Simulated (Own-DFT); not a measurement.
# What a defect does to the pressure of its cell: zincblende GaAs

The numbers are computed, not measured, by runs of the plane-wave DFT program Own-DFT (in-house, retired, unreviewed) at fixed positions, with no spin and no spin-orbit coupling.

All runs used: PBE; PseudoDojo norm-conserving scalar-relativistic files; cutoff 42 hartree; 3 x 3 x 3 k mesh centred on Gamma; Fermi-Dirac smearing of 0.1 eV.

Keep in mind (not all hold for every row): not probed for a lower state with spin; forces on such cells failed a check on a denser k mesh; forces not confirmed at this smearing and k mesh; forces on such cells passed a denser k mesh, each cell not checked; stress not checked against mesh or cutoff.

All runs share one cell, with vectors in Å (11.307, 0.000, 0.000); (0.000, 11.307, 0.000); (0.000, 0.000, 11.307) and a volume of 1445.4 Å³. Atoms were moved at random from their sites; u is the rms move along one axis. The defect's site can differ from row to row.

| cell | formula | u (Å) | P (GPa) |
|---|---|---|---|
| no defect | As32Ga32 | 0.0192 | 3.52 |
| no defect | As32Ga32 | 0.0196 | 3.51 |
| no defect | As32Ga32 | 0.0521 | 4.08 |
| one In on a Ga site | As32Ga31In | 0.0308 | ? |
| one In on a Ga site | As32Ga31In | 0.0319 | 4.26 |
| one In on a Ga site | As32Ga31In | 0.0466 | 4.66 |
| one In on a Ga site | As32Ga31In | 0.0504 | 4.69 |
| one P on an As site | As31Ga32P | 0.0292 | 3.38 |
| one P on an As site | As31Ga32P | 0.0299 | 3.35 |
| one P on an As site | As31Ga32P | 0.0309 | 3.36 |
| two As vacancies | As30Ga32 | 0.0305 | 3.18 |
| two As vacancies | As30Ga32 | 0.0524 | 3.54 |
| two As vacancies | As30Ga32 | 0.0535 | 3.58 |
| two As on a Ga site each | As34Ga30 | 0.0276 | 4.78 |
| two As on a Ga site each | As34Ga30 | 0.0292 | 4.78 |
| two As on a Ga site each | As34Ga30 | 0.0317 | 4.80 |

## Fit

P = P0 + c u² + a shift for each defect gives P0 = 3.43 GPa, c = 238 ± 14 GPa/Å² and a scatter of 0.04 GPa. The shifts, and each times the cell's volume:

- two As on a Ga site each: 1.15 ± 0.03 GPa, 10.4 eV (5.2 eV for each of its 2 sites)
- one In on a Ga site: 0.65 ± 0.03 GPa, 5.9 eV
- one P on an As site: -0.28 ± 0.03 GPa, -2.5 eV
- two As vacancies: -0.52 ± 0.03 GPa, -4.7 eV (-2.3 eV for each of its 2 sites)

A positive shift means that the defect pushes the cell outwards. Shift times volume (160.2 GPa Å³ is 1 eV) depends little on the cell's size, so, taken for each site, it can be compared between cells at like pressure. The atoms around the defects weren't relaxed, which would change these numbers.

## Check

Q: what pressure belongs in the blank (one In on a Ga site, u = 0.0308 Å)?

From the fit: 4.31 ± 0.05 GPa. Computed: 4.29 GPa.
